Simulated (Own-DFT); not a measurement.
## Calculated data, Al16O23 (corundum with two vacancies, atoms displaced), Al31GaO48 (corundum with substituted atoms, atoms displaced)

All values are calculated (Own-DFT development build). A calculation, not a measurement: plane-wave PBE density functional theory by an unreviewed code, no spin, of a simulated periodic cell, stress positive in tension, free energy of the whole cell less one offset for each atom, defect cell not probed for a lower state with spin; oxygen file: force components 24 meV/angstrom off all-electron in one glass; forces on such cells passed a denser k mesh, this cell's mesh not checked; offsets are fitted by least squares, one for each functional and potential file, so energies compare only between cells with the same atoms and settings and are not formation energies; the far tail of each file's local potential was reset to the Coulomb form; each entry is a single point on an unrelaxed cell, so the pressure reflects the starting lattice, mostly measured values, from which strain is counted, and rises with the displacements; printed positions are rounded, which can move forces by about a meV/angstrom; the program is a retired in-house code; no spin-orbit coupling; before rounding, a Quantum ESPRESSO 7.3.1 run of the same cell and cutoff gave forces within 1 meV/angstrom rms on each cell, which checks the program and not the settings.

Settings shared by all entries: functional PBE; potential files PseudoDojo norm-conserving, scalar-relativistic, standard set; wave cutoff 72 hartree; occupations Fermi-Dirac; smearing width 0.1 eV; k mesh 3 x 3 x 3 centred on Gamma.

(1) Al16O23 (corundum with two vacancies, atoms displaced)

```
cell vectors (Å)
   5.4940     0.0000     8.6604
  -2.7470     4.7579     8.6604
  -2.7470    -4.7579     8.6604
atoms (fractions of the cell vectors)
Al  0.17823  0.17704  0.17479
Al  0.32801  0.32225  0.32725
Al  0.42817  0.42011  0.42935
Al  0.07462  0.07808  0.07024
O   0.47579  0.12146  0.27413
O   0.12571  0.28005  0.46751
O   0.22113  0.02723  0.37940
O   0.02690  0.38106  0.21984
O   0.37490  0.21970  0.02392
Al  0.17345  0.17119  0.68089
Al  0.32355  0.32608  0.82371
Al  0.42737  0.42345  0.92159
Al  0.07884  0.06630  0.57297
O   0.27466  0.46880  0.62349
O   0.47230  0.12700  0.77771
O   0.13066  0.27420  0.97075
O   0.22011  0.03255  0.86609
O   0.03107  0.37648  0.71806
O   0.37033  0.22297  0.52671
Al  0.18164  0.67295  0.17344
Al  0.32772  0.82072  0.32748
Al  0.42265  0.92571  0.43011
Al  0.07414  0.57422  0.07686
O   0.27440  0.97126  0.12934
O   0.46635  0.62415  0.28412
O   0.12618  0.77778  0.46949
O   0.21713  0.53049  0.37544
O   0.02307  0.87789  0.22100
O   0.36860  0.73090  0.02618
Al  0.17625  0.67572  0.67919
Al  0.32329  0.82384  0.82201
Al  0.42319  0.93367  0.92043
Al  0.06959  0.57865  0.57346
O   0.27659  0.97520  0.62473
O   0.46972  0.62321  0.78227
O   0.22777  0.53046  0.86630
O   0.03217  0.87983  0.71964
O   0.36923  0.72695  0.52409
Al  0.68167  0.17131  0.17667
Al  0.82252  0.32162  0.32565
Al  0.92524  0.42410  0.42135
Al  0.57784  0.07754  0.06956
O   0.77943  0.47180  0.12837
O   0.97250  0.12090  0.28122
O   0.62601  0.26958  0.47807
O   0.72275  0.03211  0.37506
O   0.52816  0.37481  0.22697
O   0.86585  0.23029  0.02722
Al  0.67553  0.17149  0.67483
Al  0.82093  0.32347  0.82189
Al  0.92783  0.42664  0.93165
Al  0.57364  0.07473  0.57058
O   0.78336  0.47141  0.62133
O   0.96158  0.13212  0.78064
O   0.62488  0.28092  0.96765
O   0.72680  0.02947  0.87345
O   0.52585  0.37613  0.73076
O   0.87236  0.21795  0.53175
Al  0.68247  0.67016  0.17444
Al  0.82273  0.82710  0.32324
Al  0.92980  0.92683  0.42426
Al  0.57945  0.57257  0.07359
O   0.78070  0.97551  0.11523
O   0.96969  0.62623  0.27969
O   0.62359  0.78047  0.47167
O   0.72271  0.52942  0.37486
O   0.52697  0.87352  0.22399
O   0.87813  0.72141  0.02490
Al  0.67050  0.68067  0.67533
Al  0.82261  0.82283  0.82716
Al  0.92000  0.93340  0.92560
Al  0.57709  0.57467  0.56721
O   0.78284  0.97094  0.62309
O   0.97396  0.62511  0.77629
O   0.62860  0.77930  0.97146
O   0.72650  0.52552  0.87492
O   0.53074  0.87205  0.71826
O   0.87509  0.72895  0.52619
```

```
free energy of cell above offsets : -53.395 eV
pressure                          : 7.2 GPa
stress xx                         : -7.22 GPa
stress yy                         : -7.64 GPa
stress zz                         : -6.74 GPa
stress yz                         : 0.08 GPa
stress xz                         : 0.37 GPa
stress xy                         : -0.18 GPa
```

Force:
```csv
element,x (eV/Å),y (eV/Å),z (eV/Å)
Al,-0.063,-0.731,0.042
Al,-0.514,0.853,-1.25
Al,-0.956,0.701,-0.132
Al,-0.142,-0.732,-0.693
O,-0.251,0.023,0.675
O,-0.065,-0.548,-0.366
O,0.497,0.964,-0.65
O,0.531,-0.73,-1.024
O,0.065,-0.253,0.626
Al,-0.852,2.271,-0.535
Al,0.237,0.515,-0.302
Al,-1.355,-0.387,1.426
Al,-1.406,1.211,0.978
O,0.283,-0.408,1.185
O,0.197,-0.112,-0.489
O,-1.022,0.04,-0.222
O,-0.176,-1.531,1.567
O,-0.381,-0.631,-0.028
O,0.866,-0.643,0.715
Al,-0.708,0.005,-0.688
Al,-0.355,0.712,-0.788
Al,0.535,0.832,-0.147
Al,0.672,1.213,1.087
O,0.541,0.565,-0.246
O,1.389,0.117,-0.089
O,-0.116,-0.148,0.428
O,0.593,0.066,0.093
O,0.539,0.542,0.028
O,1.244,-0.252,0.748
Al,-0.247,0.867,-0.821
Al,-0.999,-1.118,-0.464
Al,0.054,-1.315,0.076
Al,0.621,-0.366,-0.288
O,0.301,-0.171,-0.206
O,0.546,0.893,0.077
O,-0.978,-0.997,0.092
O,-0.006,-1.323,-1.092
O,0.885,-1.194,1.147
Al,-0.966,0.687,-0.399
Al,0.3,-0.801,0.215
Al,0.224,-0.657,1.613
Al,-0.627,-0.629,-0.508
O,0.042,-0.054,-0.225
O,-0.258,1.401,0.605
O,-0.297,1.163,0.16
O,0.141,0.135,-0.774
O,0.617,0.165,-0.201
O,1.413,-0.685,1.137
Al,-0.119,-0.25,1.139
Al,-0.188,0.862,1.302
Al,0.698,0.937,-1.593
Al,-0.031,-0.488,-0.158
O,-0.769,0.497,-0.399
O,1.556,-0.104,-0.19
O,-0.368,-0.617,0.022
O,-0.424,0.138,-1.031
O,1.592,0.932,-1.592
O,0.38,0.857,0.086
Al,-1.35,0.72,0.613
Al,0.727,-0.145,0.038
Al,0.093,-0.566,-0.435
Al,-1.001,0.361,-0.849
O,-1.176,-1.405,1.237
O,-0.104,0.132,-0.313
O,-0.055,-0.079,-0.185
O,0.224,-0.084,-0.78
O,0.595,0.278,0.077
O,-0.08,-0.214,-0.092
Al,1.569,-0.918,0.046
Al,0.747,0.713,0.215
Al,2.174,-0.162,0.059
Al,-0.884,-0.78,0.676
O,-0.596,-0.49,-0.006
O,-0.472,-0.235,0.55
O,-0.696,-0.261,-0.827
O,-0.865,0.572,0.13
O,-1.129,0.631,0.964
O,-0.638,-0.358,-0.799
```

(2) Al31GaO48 (corundum with substituted atoms, atoms displaced)

```
cell vectors (Å)
   5.4940     0.0000     8.6604
  -2.7470     4.7579     8.6604
  -2.7470    -4.7579     8.6604
atoms (fractions of the cell vectors)
Al  0.17946  0.16442  0.18205
Al  0.32625  0.32140  0.32458
Al  0.42467  0.42137  0.43219
Al  0.07411  0.07081  0.07106
O   0.27010  0.47654  0.12332
O   0.46872  0.12970  0.28168
O   0.12589  0.27590  0.47549
O   0.22913  0.02457  0.37078
O   0.02494  0.38146  0.21582
O   0.36487  0.22736  0.03383
Al  0.17451  0.17426  0.66483
Al  0.31736  0.33384  0.82549
Al  0.42767  0.41382  0.92697
Al  0.07930  0.07190  0.57607
O   0.27966  0.47494  0.62126
O   0.47792  0.12717  0.77155
O   0.12265  0.27744  0.96812
O   0.22694  0.03044  0.86199
O   0.02957  0.36981  0.72417
O   0.38632  0.21693  0.53129
Al  0.18050  0.67148  0.18235
Al  0.31295  0.82653  0.33606
Al  0.42166  0.92196  0.42911
Al  0.07037  0.57319  0.06710
O   0.28527  0.95947  0.12435
O   0.47076  0.63079  0.27429
O   0.11856  0.77997  0.47408
O   0.21462  0.54144  0.36323
O   0.02131  0.87101  0.22531
O   0.37709  0.72157  0.02687
Al  0.17227  0.67250  0.67834
Al  0.33214  0.82822  0.81931
Al  0.41240  0.93807  0.92593
Al  0.07042  0.57351  0.57475
O   0.27582  0.97035  0.63423
O   0.47873  0.62581  0.77722
O   0.11822  0.77560  0.96964
O   0.21723  0.52055  0.87715
O   0.02731  0.87202  0.73862
O   0.36719  0.73799  0.52180
Al  0.68079  0.17317  0.17296
Al  0.81611  0.33673  0.32195
Al  0.94073  0.41259  0.42668
Al  0.58014  0.06603  0.08318
O   0.76874  0.48467  0.12079
O   0.96873  0.12496  0.28978
O   0.62354  0.28487  0.47185
O   0.72589  0.01900  0.37519
O   0.53738  0.35922  0.21867
O   0.88282  0.21355  0.02698
Al  0.67533  0.17538  0.66728
Al  0.82596  0.31503  0.83194
Al  0.93480  0.41904  0.91856
Al  0.56970  0.06762  0.57587
O   0.79217  0.47352  0.61524
O   0.97683  0.11136  0.78693
O   0.62272  0.28081  0.97282
O   0.72028  0.03391  0.86617
O   0.54689  0.36494  0.72207
O   0.87626  0.22491  0.53074
Al  0.67755  0.67718  0.17956
Al  0.82333  0.81978  0.33173
Al  0.92545  0.91854  0.43108
Ga  0.57481  0.58139  0.06019
O   0.75806  0.97985  0.12956
O   0.96981  0.63411  0.26997
O   0.63645  0.76606  0.46716
O   0.71766  0.53429  0.37992
O   0.52942  0.86938  0.22655
O   0.87683  0.71879  0.02716
Al  0.67416  0.66661  0.67722
Al  0.82865  0.82103  0.83234
Al  0.92266  0.92260  0.92916
Al  0.56426  0.57882  0.58298
O   0.78374  0.98222  0.61967
O   0.96718  0.63574  0.78034
O   0.62325  0.77724  0.97796
O   0.71104  0.52767  0.88720
O   0.53172  0.87911  0.71876
O   0.86075  0.72613  0.53516
```

```
free energy of cell above offsets : -51.461 eV
pressure                          : 11.23 GPa
stress xx                         : -10.36 GPa
stress yy                         : -11.45 GPa
stress zz                         : -11.89 GPa
stress yz                         : 1.21 GPa
stress xz                         : -0.16 GPa
stress xy                         : 1.13 GPa
```

Force:
```csv
element,x (eV/Å),y (eV/Å),z (eV/Å)
Al,-1.365,1.608,-0.547
Al,0.767,1.702,0.151
Al,1.536,1.87,0.429
Al,0.174,-0.818,0.418
O,1.136,-0.726,0.271
O,0.09,-1.449,-1.488
O,1.436,-0.138,0.405
O,-1.602,-0.288,0.869
O,0.384,-1.392,-0.328
O,1.266,-0.568,-0.204
Al,-0.279,-1.394,2.678
Al,1.834,-1.506,-1.413
Al,-0.651,0.091,1.756
Al,-1.301,-1.103,-1.908
O,-0.88,-0.211,0.034
O,-1.772,-0.317,-0.178
O,0.837,-0.694,0.546
O,-1.1,-0.981,1.089
O,0.092,0.907,0.212
O,-2.798,1.495,-2.185
Al,-0.425,3.752,-3.476
Al,2.825,0.522,-1.621
Al,1.42,0.99,1.692
Al,-0.335,-0.293,2.556
O,-2.695,0.371,0.798
O,-1.567,-1.95,0.094
O,0.473,-0.619,0.276
O,0.574,-5.106,2.278
O,0.596,0.969,1.214
O,-2.502,1.684,-1.642
Al,-0.886,0.815,0.873
Al,-1.134,-1.79,-0.762
Al,3.072,-0.156,0.925
Al,-0.416,0.664,-0.327
O,1.484,1.742,-1.579
O,-0.742,-0.498,-1.503
O,1.323,0.222,1.79
O,0.825,1.304,0.432
O,2.002,1.465,-1.848
O,-0.141,-3.199,-0.1
Al,-0.257,-0.875,0.068
Al,0.516,-0.137,-0.088
Al,-2.806,2.571,-0.843
Al,-1.226,1.548,-2.407
O,2.583,-1.808,0.876
O,1.173,0.615,-0.807
O,0.167,0.203,-0.511
O,-0.912,0.573,0.48
O,-2.473,0.335,1.345
O,-0.845,0.43,-0.359
Al,0.476,-0.518,1.056
Al,-0.037,1.08,-1.18
Al,-2.561,0.048,1.075
Al,1.992,0.574,2.054
O,-0.742,-1.901,0.616
O,-0.78,1.893,0.849
O,0.518,-0.182,-0.095
O,-0.449,-1.682,1.214
O,-2.73,0.911,-0.047
O,1.013,0.055,0.205
Al,-0.583,-0.114,-1.367
Al,0.521,0.656,-1.068
Al,-1.543,1.297,0.48
Ga,-2.849,-3.288,2.562
O,2.963,-1.024,1.43
O,0.272,-1.636,-0.298
O,-2.783,0.224,-0.236
O,0.471,-0.235,-0.807
O,-0.782,1.01,0.715
O,-1.071,0.063,0.03
Al,0.433,0.304,1.421
Al,-2.105,1.509,-1.156
Al,-0.384,-0.306,0.646
Al,2.456,0.518,-0.839
O,0.68,-1.101,-1.288
O,1.956,-1.19,-2.031
O,-0.141,2.532,0.732
O,6.307,2.535,-3.126
O,0.148,-1.705,-1.383
O,1.86,-0.762,1.403
```

(3) Al16O23 (corundum with two vacancies, atoms displaced)

```
cell vectors (Å)
   5.4940     0.0000     8.6604
  -2.7470     4.7579     8.6604
  -2.7470    -4.7579     8.6604
atoms (fractions of the cell vectors)
Al  0.17592  0.17498  0.17860
Al  0.32931  0.32776  0.31996
Al  0.42345  0.42369  0.42809
Al  0.07798  0.06615  0.07178
O   0.27535  0.47591  0.13311
O   0.47319  0.12388  0.27922
O   0.12693  0.27915  0.47085
O   0.22490  0.02981  0.37238
O   0.02852  0.38045  0.21768
O   0.37134  0.22334  0.03164
Al  0.17628  0.17836  0.67141
Al  0.33170  0.32943  0.81656
Al  0.42244  0.42489  0.92923
Al  0.08158  0.06684  0.57364
O   0.28332  0.47516  0.62241
O   0.47460  0.12321  0.77720
O   0.11652  0.27445  0.98465
O   0.22902  0.02732  0.87179
O   0.02821  0.37420  0.72091
O   0.37776  0.22624  0.52644
Al  0.17425  0.67993  0.17777
Al  0.32367  0.82045  0.32639
Al  0.41841  0.93234  0.42523
Al  0.07750  0.58214  0.06674
O   0.27531  0.97161  0.12620
O   0.47437  0.62580  0.27689
O   0.12668  0.77472  0.47074
O   0.21985  0.52833  0.37795
O   0.03158  0.86937  0.22652
O   0.36934  0.72617  0.03046
Al  0.17565  0.67555  0.67152
Al  0.32391  0.82515  0.82326
Al  0.42403  0.92177  0.93114
Al  0.07420  0.57253  0.57663
O   0.28250  0.97372  0.62794
O   0.46908  0.62999  0.77232
O   0.11957  0.78608  0.96773
O   0.22931  0.52670  0.87509
O   0.02491  0.87749  0.71671
Al  0.67387  0.17518  0.18024
Al  0.82364  0.32541  0.32297
Al  0.93044  0.42404  0.42461
Al  0.56347  0.08108  0.07763
O   0.77505  0.48066  0.11918
O   0.97037  0.12308  0.28355
O   0.62399  0.27586  0.47322
O   0.72961  0.02193  0.37278
O   0.52419  0.37678  0.23127
O   0.87194  0.22241  0.03138
Al  0.66892  0.17900  0.67851
Al  0.82846  0.31788  0.82884
Al  0.92555  0.42428  0.92139
Al  0.57414  0.07974  0.57414
O   0.78220  0.46631  0.62980
O   0.96553  0.12315  0.78018
O   0.62021  0.27373  0.97532
O   0.72332  0.02539  0.87676
O   0.53033  0.37736  0.71719
O   0.87453  0.22046  0.52707
Al  0.67439  0.67778  0.17598
Al  0.82672  0.82182  0.32080
Al  0.92104  0.93004  0.42522
Al  0.57046  0.57621  0.07177
O   0.77631  0.97131  0.12724
O   0.96898  0.62803  0.27790
O   0.72777  0.52828  0.37422
O   0.53041  0.87161  0.22784
O   0.87583  0.72162  0.03054
Al  0.67194  0.68010  0.67915
Al  0.82879  0.82429  0.81920
Al  0.92809  0.92263  0.92040
Al  0.57097  0.57759  0.57490
O   0.77859  0.97224  0.62419
O   0.97269  0.62459  0.77686
O   0.62462  0.77116  0.98113
O   0.72751  0.53357  0.86943
O   0.52796  0.86815  0.72615
O   0.87793  0.71399  0.53036
```

```
free energy of cell above offsets : -53.346 eV
pressure                          : 7.14 GPa
stress xx                         : -7.7 GPa
stress yy                         : -6.43 GPa
stress zz                         : -7.29 GPa
stress yz                         : 0.22 GPa
stress xz                         : 0.41 GPa
stress xy                         : 0.52 GPa
```

Force:
```csv
element,x (eV/Å),y (eV/Å),z (eV/Å)
Al,-0.883,0.771,-0.883
Al,-0.858,-0.814,-0.302
Al,0.045,0.882,1.081
Al,-0.932,0.336,1.095
O,0.902,1.208,-1.045
O,-0.785,0.429,0.45
O,0.553,-0.408,0.086
O,-0.162,-0.471,0.149
O,0.422,-0.39,0.106
O,0.146,0.422,-0.205
Al,0.096,-0.206,0.303
Al,-1.114,-1.254,-0.829
Al,0.19,0.519,0.86
Al,-1.67,0.811,-0.207
O,-0.276,-0.568,-0.574
O,-0.686,-0.155,0.233
O,1.241,1.476,-0.046
O,-0.751,0.299,-0.449
O,0.371,-0.507,0.352
O,-0.355,-0.746,-0.669
Al,-0.043,-0.9,-0.478
Al,0.222,-0.053,0.209
Al,2.155,-1.656,0.495
Al,-0.804,-1.341,-0.387
O,0.309,-0.351,0.433
O,-0.634,-0.736,-0.309
O,-0.528,0.302,-0.091
O,0.174,-0.023,0.172
O,-0.252,0.9,-0.014
O,0.554,-0.284,-0.243
Al,0.68,0.477,1.098
Al,0.075,-0.182,-0.027
Al,0.576,0.48,0.681
Al,-0.162,0.63,-0.481
O,-0.473,0.787,-1.204
O,-0.244,-1.246,0.463
O,1.091,-0.569,0.595
O,-0.525,0.426,-0.604
O,0.596,-0.474,0.321
Al,0.54,-0.265,-0.336
Al,0.101,0.355,0.199
Al,-0.816,0.078,-0.225
Al,2.139,-0.964,0.071
O,0.628,-1.336,-0.129
O,0.16,0.184,-0.119
O,-0.018,0.424,0.276
O,-1.366,0.16,0.33
O,1.334,0.671,-1.044
O,0.245,0.06,-0.361
Al,1.785,-0.196,0.791
Al,-0.672,0.701,-1.169
Al,-0.505,-0.662,1.608
Al,0.708,-0.872,-0.951
O,-0.379,0.408,-0.379
O,0.962,0.327,0.729
O,-0.055,0.741,1.085
O,-0.68,0.328,-0.477
O,-0.489,-0.689,-0.024
O,0.336,-0.177,0.38
Al,0.465,-0.463,0.315
Al,-1.266,-0.745,-0.279
Al,0.721,-0.707,0.165
Al,0.549,-0.363,1.086
O,0.303,0.488,-0.004
O,0.912,-0.024,0.041
O,-0.629,0.045,-0.52
O,-0.568,0.751,-0.493
O,0.377,0.662,-0.368
Al,1.812,0.181,-1.074
Al,-1.145,-0.627,-0.36
Al,-1.944,-0.135,0.377
Al,0.031,1.473,0.201
O,-0.249,-0.241,-0.279
O,0.412,-0.137,0.223
O,-0.21,2.005,-0.312
O,-0.759,-0.995,-0.667
O,-0.582,1.134,1.149
O,-0.453,0.597,0.409
```
